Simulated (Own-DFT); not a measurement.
GaN (wurtzite, atoms displaced) (calculated)

All values are calculated (Own-DFT development build). A calculation, not a measurement: plane-wave PBE density functional theory by an unreviewed code, no spin, of a simulated periodic cell, stress positive in tension, free energy of the whole cell less one offset for each atom, forces on such cells passed a denser k mesh, this cell's mesh not checked; offsets are fitted by least squares, one for each functional and potential file, so energies compare only between cells with the same atoms and settings and are not formation energies; the far tail of each file's local potential was reset to the Coulomb form; each entry is a single point on an unrelaxed cell, so the pressure reflects the starting lattice, mostly measured values (interpolated for alloys), from which strain is counted, and rises with the displacements; printed positions are rounded, which can move forces by about a meV/angstrom; the program, named Own-DFT, is a retired in-house code; no spin-orbit coupling.

Common to all runs: functional PBE; potential files PseudoDojo norm-conserving, scalar-relativistic, standard set with the stringent files for Ga; wave cutoff 96 hartree; occupations Gaussian; smearing width 0.01 eV; k mesh 3 x 4 x 3 centred on Gamma.

(1) 
```xyz
96
Lattice="12.7560 0.0000 0.0000 -4.7835 8.2853 0.0000 0.0000 0.0000 10.3700" Properties=species:S:1:pos:R:3:force_x:R:1:force_y:R:1:force_z:R:1 formula=GaN free_energy_of_cell_above_offsets=-5.555 pressure=6.79 stress_xx=-6.53 stress_yy=-7.07 stress_zz=-6.78 stress_yz=0.47 stress_xz=0.07 stress_xy=-1.53
Ga    -0.0155     1.8609     0.0426     -0.403     -0.083     -1.886
Ga     1.5926     0.9370     2.5576       0.46      0.778      0.438
N      0.0001     1.9035     1.8818     -0.261     -2.219      1.555
N      1.6191     0.9651     4.5286     -1.132      0.134      -0.08
Ga    -0.0635     1.8558     5.2082      0.737      0.621     -0.846
Ga     1.6383     0.9640     7.7128     -1.943     -1.575      0.432
N      0.0272     1.8941     7.1158     -0.373     -0.883      0.091
N      1.5371     0.9896     9.6257      0.503     -0.145        1.3
Ga    -1.6030     4.6208     0.0104     -0.427      0.185     -0.125
Ga    -0.0341     3.5986     2.5983     -0.167      2.016       0.99
N     -1.6746     4.5727     1.9746       1.74       0.63     -0.884
N      0.0565     3.7351     4.5828     -2.341     -1.512     -0.752
Ga    -1.6611     4.6663     5.1725      0.817     -1.177     -0.194
Ga    -0.0342     3.6392     7.8118     -0.946      1.156     -0.217
N     -1.6593     4.6502     7.0758      0.381     -0.944      1.338
N      0.0188     3.7244     9.7550     -1.412      -0.75     -0.496
Ga    -3.2011     7.4703    10.3294      0.178     -0.934      0.159
Ga    -1.7317     6.4164     2.5568      4.132     -0.528      0.981
N     -3.1278     7.3819     2.0270     -2.605      1.099     -2.218
N     -1.6374     6.3999     4.5199       0.26      1.704      -0.14
Ga    -3.2152     7.4360     5.1027      0.232     -1.186      0.679
Ga    -1.6545     6.4299     7.7722     -0.147      0.608      -0.14
N     -3.2816     7.3727     7.1070       1.17      0.486     -0.162
N     -1.5894     6.5056     9.7395     -0.707     -0.727     -0.117
Ga     3.1534     1.8499     0.0331      0.213      0.069     -0.875
Ga     4.8434     0.9550     2.6277     -1.704     -1.465     -0.484
N      3.2009     1.8497     1.9069     -0.017     -0.047      0.931
N      4.7882     0.9248     4.5563     -0.364     -0.287      0.311
Ga     3.1611     1.8184     5.2428      1.097      0.603     -1.224
Ga     4.7797     0.9814     7.8298      0.239      -1.14     -1.702
N      3.1368     1.8567     7.1887      1.497     -0.757     -1.331
N      4.7540     0.9170     9.6833      0.039      0.635      1.356
Ga     1.5695     4.5840    10.3044      0.247       1.25      1.609
Ga     3.1987     3.7599     2.5677     -0.848       -1.2     -0.694
N      1.5006     4.5259     1.9944      1.192      0.931     -1.269
N      3.2461     3.6292     4.4266     -0.489      0.725      2.672
Ga     1.5385     4.5829     5.2428      1.662       0.26     -0.552
Ga     3.1584     3.5789     7.7640     -0.099      2.876      0.832
N      1.5060     4.5550     7.1949      1.232      0.255     -0.405
N      3.1616     3.7470     9.7486      0.724     -1.056     -0.701
Ga     0.0360     7.3265    10.3280     -1.099      1.221      1.612
Ga     1.6148     6.4133     2.5864     -2.744     -1.678      0.024
N      0.0302     7.3080     1.9682     -1.137      0.696     -0.382
N      1.5428     6.3930     4.4793       1.24     -0.131      1.708
Ga     0.0613     7.3420     5.1719     -1.484      0.333      0.011
Ga     1.5329     6.4214     7.7479      -0.03      0.043      0.493
N     -0.0729     7.3418     7.1519      0.472      0.682     -0.324
N      1.5591     6.5072     9.7285      1.114     -1.699     -0.643
Ga     6.3122     1.9471    10.3105      0.748      -3.03       1.23
Ga     7.9598     0.8790     2.5735      0.217      0.863      0.084
N      6.3511     1.8315     1.9968      1.078       0.82     -1.223
N      7.9422     0.8675     4.5692      0.641     -0.297     -0.696
Ga     6.4039     1.8596     5.0873     -0.637     -0.643      1.147
Ga     7.9440     0.8481     7.7569      0.152      0.913      -0.14
N      6.3346     1.8165     7.0453      0.381      0.683      1.238
N      8.0063     0.9026     9.7138     -0.773      0.461      0.408
Ga     4.7487     4.6226     0.0429      0.303     -0.083     -0.932
Ga     6.4268     3.6813     2.6175     -1.314     -0.452     -0.104
N      4.7734     4.5927     1.9001      0.848      0.689      1.448
N      6.3966     3.6495     4.5275      0.028      1.451      0.459
Ga     4.7888     4.6321     5.1706      0.007     -1.019     -0.345
Ga     6.3674     3.7308     7.8087     -0.501     -1.506     -0.695
N      4.7431     4.6137     7.1246      0.114     -1.182     -0.034
N      6.4370     3.6816     9.7781     -2.519      0.614     -1.416
Ga     3.1332     7.3555     0.0106      0.962      0.375      0.257
Ga     4.8276     6.4541     2.6678     -0.473     -0.109     -2.495
N      3.0427     7.3388     2.0652      3.847      0.574     -2.087
N      4.8107     6.4574     4.4974      0.197      -0.03      1.825
Ga     3.1981     7.2740     5.1653     -0.825       0.59      0.651
Ga     4.8362     6.3531     7.8160     -0.618      1.672     -0.448
N      3.1580     7.2903     7.2266      0.768     -0.246      -1.44
N      4.8859     6.4084     9.7219     -1.981     -0.124      0.263
Ga     9.5659     1.9434    10.3436      0.015     -3.319      0.397
Ga    11.1352     0.8906     2.5545      0.239       0.31       -0.5
N      9.5798     1.8869     1.9059     -0.378     -0.769      0.873
N     11.1360     0.8990     4.5125      0.314      1.067      -0.36
Ga     9.5339     1.8158     5.1253     -0.192      0.571      0.365
Ga    11.2050     0.9784     7.7706     -0.958     -0.645     -0.008
N      9.5290     1.8724     7.0674      0.511     -0.741      0.698
N     11.1641     0.8810     9.7159      0.102          1      0.038
Ga     7.8793     4.5697     0.0025       2.85      0.938      0.783
Ga     9.5739     3.7553     2.5703     -0.417     -2.245      1.156
N      7.9833     4.5183     2.0139     -0.456      1.253     -1.721
N      9.5602     3.6836     4.5385     -0.211     -0.213     -0.123
Ga     7.9884     4.6330     5.2227     -0.288     -0.458     -0.455
Ga     9.5194     3.7141     7.7464      1.046     -1.036      0.455
N      7.9502     4.5375     7.1902     -0.466      1.418     -0.806
N      9.5458     3.6165     9.7355      0.154      3.158     -0.965
Ga     6.3670     7.3409    10.3216       0.97      0.531      0.237
Ga     8.0492     6.3671     2.4895     -1.159      0.939       1.21
N      6.4147     7.3402     1.8822       -0.1     -0.086      0.835
N      7.9666     6.4315     4.5201     -0.286      0.488     -0.335
Ga     6.3836     7.4592     5.1992      0.434     -2.004     -0.011
Ga     7.9646     6.4239     7.7636       0.37     -0.163      0.352
N      6.4400     7.3390     7.1312     -1.352      0.658      0.046
N      8.0072     6.3926     9.7340      -0.09      0.492      0.206
```

Units: free_energy_of_cell_above_offsets in eV; pressure, stress_xx, stress_yy, stress_zz, stress_yz, stress_xz, stress_xy in GPa; force_x, force_y, force_z in eV/Å.

(2) 
```xyz
96
Lattice="12.7560 0.0000 0.0000 -4.7835 8.2853 0.0000 0.0000 0.0000 10.3700" Properties=species:S:1:pos:R:3:force_x:R:1:force_y:R:1:force_z:R:1 formula=GaN free_energy_of_cell_above_offsets=-5.309 pressure=6.91 stress_xx=-5.86 stress_yy=-7.42 stress_zz=-7.46 stress_yz=-0.49 stress_xz=-0.17 stress_xy=-0.28
Ga     0.0757     1.8485    10.3327      -1.12     -0.217      0.637
Ga     1.5994     0.9132     2.5259      0.054       1.66      1.092
N     -0.0142     1.8662     1.9422      0.282     -0.999     -1.049
N      1.4836     0.8692     4.4684      0.874       0.59      1.313
Ga    -0.0851     1.8454     5.2647      2.077      0.646     -1.184
Ga     1.5416     0.9255     7.8458      1.111     -0.299     -1.939
N      0.0266     1.8660     7.1550     -0.587     -0.857      0.615
N      1.6602     0.9076     9.7052     -0.635     -0.131      1.023
Ga    -1.5452     4.5663    10.3665     -0.442      0.532      0.333
Ga    -0.0037     3.6295     2.5509      1.845      1.134      0.876
N     -1.5258     4.5723     2.0269     -1.275      0.901     -1.467
N     -0.0280     3.6654     4.5083      0.636      0.085      0.717
Ga    -1.6005     4.6040     5.1498      0.967     -0.383      1.379
Ga     0.0505     3.6597     7.8277     -0.989       0.36     -1.539
N     -1.5499     4.5586     7.2761     -0.805      0.645      -1.49
N      0.0681     3.6949     9.6784     -1.424     -1.401      1.101
Ga    -3.2151     7.3451     0.0117       1.43      0.067      0.782
Ga    -1.5430     6.4549     2.5960     -0.466     -0.127     -0.173
N     -3.1777     7.4426     2.0277     -0.083     -2.612     -1.426
N     -1.5628     6.4270     4.5855     -2.218     -0.573     -0.956
Ga    -3.1454     7.3825     5.2554     -1.003     -0.051     -1.645
Ga    -1.5629     6.4638     7.8024      0.006     -0.719     -0.223
N     -3.1682     7.3512     7.1398     -0.493      0.385      1.174
N     -1.5235     6.4511     9.7384     -1.967      -0.46      0.234
Ga     3.1659     1.9200    10.2923      1.578     -1.733       1.75
Ga     4.7294     0.9006     2.6403      0.927      0.294     -1.273
N      3.2078     1.9502     1.9864     -0.396     -3.438     -1.636
N      4.7326     0.8796     4.5456     -0.102     -0.105      0.229
Ga     3.1751     1.8151     5.1850     -0.977      -0.04     -0.577
Ga     4.7641     0.9329     7.8672      0.393      0.601     -1.029
N      3.1446     1.8409     7.1050      0.015     -0.874      0.987
N      4.8973     0.9305     9.7836     -2.327      0.042     -0.404
Ga     1.5739     4.4981    10.2816      2.215      2.437      1.909
Ga     3.2732     3.6164     2.6173     -0.769      2.811      0.925
N      1.7117     4.5840     1.9153     -1.282       0.15       0.07
N      3.1854     3.6806     4.6030      0.637     -0.308     -0.463
Ga     1.6558     4.6313     5.1676     -1.391     -0.511     -0.292
Ga     3.1468     3.6385     7.6863      0.555       0.77      0.609
N      1.5517     4.5714     7.1356      0.694      1.045     -0.201
N      3.2950     3.6590     9.7456     -2.392      0.412     -2.172
Ga    -0.0173     7.3682    10.3212      0.812      0.517      1.217
Ga     1.5919     6.4611     2.6693      0.746     -0.672     -3.444
N      0.0363     7.3359     1.9197     -0.432      0.636      0.324
N      1.5298     6.4688     4.4597      0.448     -0.513      3.003
Ga    -0.0999     7.2934     5.1399      2.398      1.866      1.517
Ga     1.5454     6.4529     7.7999      0.485      0.341     -0.738
N     -0.0330     7.4583     7.1522      0.187     -1.345      -0.59
N      1.5204     6.4540     9.6989      1.136     -1.001      0.442
Ga     6.3629     1.9127    10.3464      1.804     -0.943      0.873
Ga     7.9656     0.9547     2.6218     -0.301     -0.077     -0.051
N      6.4144     1.8497     1.9569     -1.064     -0.105     -0.125
N      7.8401     0.8545     4.5566      2.091       0.57     -0.006
Ga     6.3252     1.8124     5.1760     -0.086      0.211      0.433
Ga     8.1134     0.8711     7.7321     -2.017      0.743      0.927
N      6.3547     1.8203     7.1360       0.61      0.305      0.397
N      8.0221     0.8337     9.7492     -0.339      1.712     -0.872
Ga     4.7598     4.5456    10.3462      0.868      2.323      1.504
Ga     6.4282     3.6708     2.5815     -1.246      -0.02      0.039
N      4.7721     4.6129     1.9905      0.994      0.518      -0.61
N      6.3276     3.6557     4.5161      1.877     -0.344      0.236
Ga     4.8714     4.5713     5.1900     -1.622     -0.132     -0.924
Ga     6.3105     3.6962     7.7191      0.867     -0.678      0.712
N      4.7444     4.5495     7.0541       0.07      1.148      1.616
N      6.3605     3.7231     9.8027      0.799      0.159     -1.663
Ga     3.1400     7.3463     0.0463     -0.001     -0.413      -1.17
Ga     4.7474     6.5181     2.6029      0.334     -1.152     -0.461
N      3.2281     7.4584     1.9061     -0.623      -0.92      1.521
N      4.7798     6.3573     4.5338     -0.301       1.49      0.213
Ga     3.1576     7.3248     5.1950      0.061      0.019     -0.722
Ga     4.8779     6.4715     7.7511     -2.777     -1.249      0.818
N      3.1700     7.4013     7.0783        0.4     -1.579       0.88
N      4.7501     6.4797     9.7221      0.864     -0.691      0.013
Ga     9.6007     1.8042    10.3641     -1.084       0.48      0.777
Ga    11.2138     0.9427     2.6828     -0.804      0.136     -1.507
N      9.4934     1.9208     2.0079      1.738     -1.298     -0.603
N     11.2266     0.9092     4.5575     -1.512     -0.981      0.661
Ga     9.6378     1.8199     5.2032     -1.449      0.167     -1.178
Ga    11.1986     0.8890     7.7948     -0.392      0.562     -0.479
N      9.6130     1.8542     7.0869      0.375     -0.081      0.924
N     11.1614     0.9421     9.7030        1.2     -0.415      0.545
Ga     7.9547     4.6543     0.0157      0.331     -1.155     -0.117
Ga     9.5767     3.6934     2.6111      0.252       0.45      0.092
N      7.9783     4.5997     1.9554      0.548     -0.184     -0.223
N      9.6287     3.6966     4.5551     -1.519     -0.386      0.238
Ga     7.9814     4.6906     5.2115     -0.042     -2.967     -0.411
Ga     9.5113     3.6771     7.7943       0.66      0.478     -0.278
N      7.9422     4.6689     7.1075      0.012     -0.557      1.361
N      9.5709     3.6923     9.7374     -0.203     -0.019      0.336
Ga     6.4113     7.3734     0.0769     -1.863      0.495     -0.593
Ga     7.9059     6.3647     2.5418      1.464       1.28      1.681
N      6.4407     7.3796     1.9821     -1.235      0.634      0.301
N      7.9095     6.3793     4.6048      1.257      2.018     -1.565
Ga     6.3681     7.2937     5.1888     -0.366      0.609     -0.778
Ga     7.9613     6.4958     7.8008      0.281     -0.613      0.054
N      6.3490     7.3361     7.0950      1.478      1.135      0.469
N      7.9399     6.4856     9.8326      0.679     -0.239     -1.633
```

Units: free_energy_of_cell_above_offsets in eV; pressure, stress_xx, stress_yy, stress_zz, stress_yz, stress_xz, stress_xy in GPa; force_x, force_y, force_z in eV/Å.

(3) 
```xyz
96
Lattice="12.7560 0.0000 0.0000 -4.7835 8.2853 0.0000 0.0000 0.0000 10.3700" Properties=species:S:1:pos:R:3:force_x:R:1:force_y:R:1:force_z:R:1 formula=GaN free_energy_of_cell_above_offsets=-3.263 pressure=7.69 stress_xx=-7.81 stress_yy=-7.83 stress_zz=-7.42 stress_yz=0.23 stress_xz=-0.34 stress_xy=1.07
Ga    -0.0343     1.9241    10.3545      0.976     -0.926      0.914
Ga     1.6601     0.8803     2.5972     -0.448      0.234     -0.311
N     -0.0500     1.8641     2.0264      1.523     -0.434      -1.28
N      1.6522     0.9183     4.5377     -0.724      0.638      0.315
Ga    -0.0402     1.8824     5.2040      0.678     -1.528     -0.974
Ga     1.6069     0.9908     7.7121      0.845     -0.919      1.039
N      0.0012     1.8472     7.1436      0.903      0.858     -0.552
N      1.7118     0.9360     9.8187     -5.232     -1.579     -2.725
Ga    -1.4911     4.5914     0.0038     -1.409      0.827      0.091
Ga     0.0030     3.6963     2.6169      1.176     -1.475      0.274
N     -1.4782     4.5238     2.0091     -3.036      0.432     -1.478
N      0.0122     3.6494     4.5432      0.397      0.488      0.028
Ga    -1.5050     4.6050     5.1188     -1.035      0.524      1.496
Ga    -0.0984     3.6662     7.8269      2.534       0.45     -2.016
N     -1.4705     4.6727     7.2151     -2.899     -0.682     -2.039
N      0.0123     3.7208     9.6249      0.692     -0.784      2.776
Ga    -3.1269     7.3794     0.0172      0.156     -0.503     -0.839
Ga    -1.5775     6.3119     2.5875     -0.225      1.702     -0.771
N     -3.1449     7.3280     1.8916     -0.581     -0.374      1.431
N     -1.6279     6.4299     4.4783      1.121     -0.161      0.864
Ga    -3.1249     7.3844     5.1202     -1.222     -0.246      0.755
Ga    -1.6583     6.4729     7.7421      2.904      -0.44      1.701
N     -3.1007     7.3713     7.1979      -2.63      1.335     -1.624
N     -1.5323     6.4575     9.7673     -0.592     -0.667     -0.429
Ga     3.0384     1.8442    10.3657      5.864      1.992      1.012
Ga     4.8253     0.9339     2.4898     -0.021     -0.787       1.63
N      3.3013     1.8586     1.9472     -2.097     -0.935     -0.554
N      4.8179     0.9582     4.5444      0.284     -0.342     -0.489
Ga     3.2291     1.8266     5.2299      0.191      0.803     -2.297
Ga     4.7814     0.8790     7.7507      0.658      0.752      1.211
N      3.2095     1.8695     7.0553      -0.11      0.001      2.147
N      4.8123     0.8869     9.7630     -0.167      1.293     -0.312
Ga     1.6258     4.5388     0.0697      0.212      1.509      -2.32
Ga     3.1507     3.5797     2.5960      0.656      1.722     -0.079
N      1.5468     4.5673     1.9003      0.759      0.169      1.896
N      3.2373     3.7225     4.4789     -1.227     -0.276      1.057
Ga     1.5736     4.6836     5.0771      1.141     -0.968      1.496
Ga     3.1863     3.7436     7.6737      0.227     -0.776      1.003
N      1.6131     4.6249     7.1562     -1.159      -1.12     -1.258
N      3.2318     3.6963     9.7339     -1.262     -0.708     -0.695
Ga     0.0525     7.3719     0.0435     -0.718      0.376      -0.84
Ga     1.5654     6.4626     2.5870     -0.535     -0.555      0.117
N     -0.0305     7.3437     1.9472      0.275      0.089      0.706
N      1.5199     6.4991     4.5497      1.421     -0.158      -0.68
Ga    -0.0086     7.3934     5.1502     -0.642      0.511      0.614
Ga     1.5889     6.3729     7.7703      -0.04      1.461      0.489
N      0.0464     7.3655     7.1492     -0.762     -0.395      -0.82
N      1.5777     6.5029     9.7443      1.035     -1.472     -0.245
Ga     6.4895     1.8898     0.0993     -1.927     -2.144     -2.647
Ga     8.0628     0.9232     2.5344     -1.267     -0.553      0.398
N      6.3230     1.9080     1.8879      2.132     -0.769       2.35
N      8.0216     0.8980     4.5287     -0.565      1.207     -0.859
Ga     6.4463     1.8047     5.3043     -0.966      0.799      -2.58
Ga     8.0199     0.8740     7.7601     -0.786      0.193      0.274
N      6.4484     1.8442     7.1161     -0.232      0.304      2.372
N      7.9686     0.9402     9.7316      0.826      0.007     -0.112
Ga     4.7649     4.5260     0.0075      0.606      1.318      0.606
Ga     6.4556     3.7159     2.5102     -2.385     -0.988      2.411
N      4.8138     4.5720     2.0224     -0.409     -0.049     -1.188
N      6.3188     3.6775     4.6062      3.406     -0.984      -1.42
Ga     4.8600     4.6041     5.0640     -1.902      1.141      1.495
Ga     6.4616     3.7719     7.8843     -2.457     -1.463     -1.705
N      4.7283     4.6532     7.1071      1.619      -0.65     -0.172
N      6.3982     3.5750     9.7576       0.09      2.587      0.094
Ga     3.1851     7.4257    10.3413     -0.383      -1.36      0.559
Ga     4.7556     6.4046     2.5855      0.201     -0.037     -0.582
N      3.1442     7.2580     1.9797       0.87      2.053     -0.786
N      4.7659     6.4928     4.4773      0.135     -0.574      0.753
Ga     3.2435     7.4332     5.1545     -0.895     -1.717      -0.16
Ga     4.6770     6.4291     7.7744      1.876       0.17      0.248
N      3.2290     7.3599     7.0523     -1.113      0.457      0.778
N      4.7314     6.4604     9.7277      1.104     -0.293      0.357
Ga     9.5657     1.8267    10.3491      0.567     -0.072     -0.259
Ga    11.1494     0.9149     2.5260      0.949     -0.829      0.989
N      9.6600     1.8905     1.9439     -1.588      -0.58     -0.508
N     11.1775     0.8187     4.4866     -0.371       3.36      0.268
Ga     9.5239     1.8403     5.1700      1.394      0.607      0.145
Ga    11.2378     1.0261     7.7265     -1.654     -2.718      0.868
N      9.5853     1.8505     7.1785      0.186     -0.197     -1.072
N     11.2158     0.9083     9.7256     -0.434      1.355     -0.405
Ga     7.9721     4.5926    10.3314      0.529      0.351      0.061
Ga     9.4539     3.6695     2.5843      3.725     -0.376      1.346
N      8.0083     4.5154     2.0062     -0.685      2.066     -2.499
N      9.5713     3.7875     4.5746      0.611     -1.863     -0.427
Ga     8.0446     4.6437     5.2439     -1.951      0.495     -0.791
Ga     9.5284     3.6398     7.8037      0.625      1.469     -1.233
N      7.9115     4.6368     7.1494      2.001      0.123      0.301
N      9.5713     3.6221     9.6658      0.309      0.902      1.817
Ga     6.4273     7.4435    10.3573     -0.685     -2.044      0.008
Ga     7.9289     6.3701     2.5262      1.242      1.177      0.988
N      6.3805     7.3149     1.9801     -0.456      0.594     -1.123
N      7.9944     6.4779     4.4977     -0.281      -0.26      0.447
Ga     6.3130     7.4207     5.1369      1.217     -2.346      1.332
Ga     7.9588     6.4699     7.7802      0.723      0.301     -0.399
N      6.4091     7.3389     7.1844     -1.116      1.271     -0.937
N      8.0198     6.4652     9.6915     -0.287     -0.394      1.159
```

Units: free_energy_of_cell_above_offsets in eV; pressure, stress_xx, stress_yy, stress_zz, stress_yz, stress_xz, stress_xy in GPa; force_x, force_y, force_z in eV/Å.
